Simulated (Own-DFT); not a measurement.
# Stretching a layer in its plane: diamond-structure SiGeSn with randomly placed atoms, 64 atoms (Ge44Si16Sn4)

No measurement is shown. These are fixed-geometry runs of a retired plane-wave code named Own-DFT, which no person has reviewed; spin and spin-orbit coupling are neglected.

Method: PBE; PseudoDojo norm-conserving scalar-relativistic files; cutoff 49 hartree; 3 x 3 x 3 k mesh centred on Gamma; Fermi-Dirac smearing of 0.1 eV.

Known weak points: forces on such cells moved up to 12 meV/angstrom on a denser k mesh; stress not checked against mesh or cutoff.

Unstrained cell vectors in Å: (11.306, 0.000, 0.000); (0.000, 11.306, 0.000); (0.000, 0.000, 11.306). The unstrained cell has measured lattice constants (interpolated for alloys), not those of this functional. That, the random moves and any unrelaxed bonds set the pressure at no strain. Each run strains x and y alike by e, as a substrate would, and holds the height along z. Random moves of width 0.05 Å per axis were added to every atom. The random placing of the alloy's atoms differs from row to row. Stress is positive in tension.

| e (%) | u (Å) | (s_xx + s_yy)/2 (GPa) | s_zz (GPa) |
|---|---|---|---|
| -3.00 | 0.049 | -10.61 | -8.75 |
| -2.75 | 0.051 | -10.15 | -8.23 |
| -2.25 | 0.049 | -8.83 | -7.20 |
| -1.75 | 0.053 | ? | ? |
| -1.25 | 0.051 | -6.74 | -5.77 |
| -0.25 | 0.051 | -4.73 | -4.51 |
| 1.50 | 0.053 | -1.77 | -2.81 |
| 1.75 | 0.052 | -1.62 | -2.54 |
| 2.75 | 0.055 | 0.00 | -1.86 |
| 3.00 | 0.048 | 0.71 | -1.20 |

## Analysis

With e as a fraction, the in-plane stress is -4.4 + 185 e - 771 e² GPa (errors 3 and 175, scatter 0.17), and s_zz is -4.2 + 119 e - 894 e² GPa (slope ± 3, scatter 0.19). At e = 0 the first slope is C11 + C12 and the second 2 C12, both with the ions held to the strained lattice and at the cell's own pressure. The term in e² is negative: the layer stiffens under compression and softens under tension. A free layer would change its height as e changes, and the in-plane slope would drop by 2 C12²/C11 to the biaxial modulus. At fixed height, a misfit of 1 % moves the in-plane stress by about 1.8 GPa and s_zz by 1.2 GPa.

## Withheld run

The question: what are the two stresses at e = -1.75 %?

From the fit: -7.8 and -6.6 GPa. The calculation gave -8.17 and -6.92 GPa.
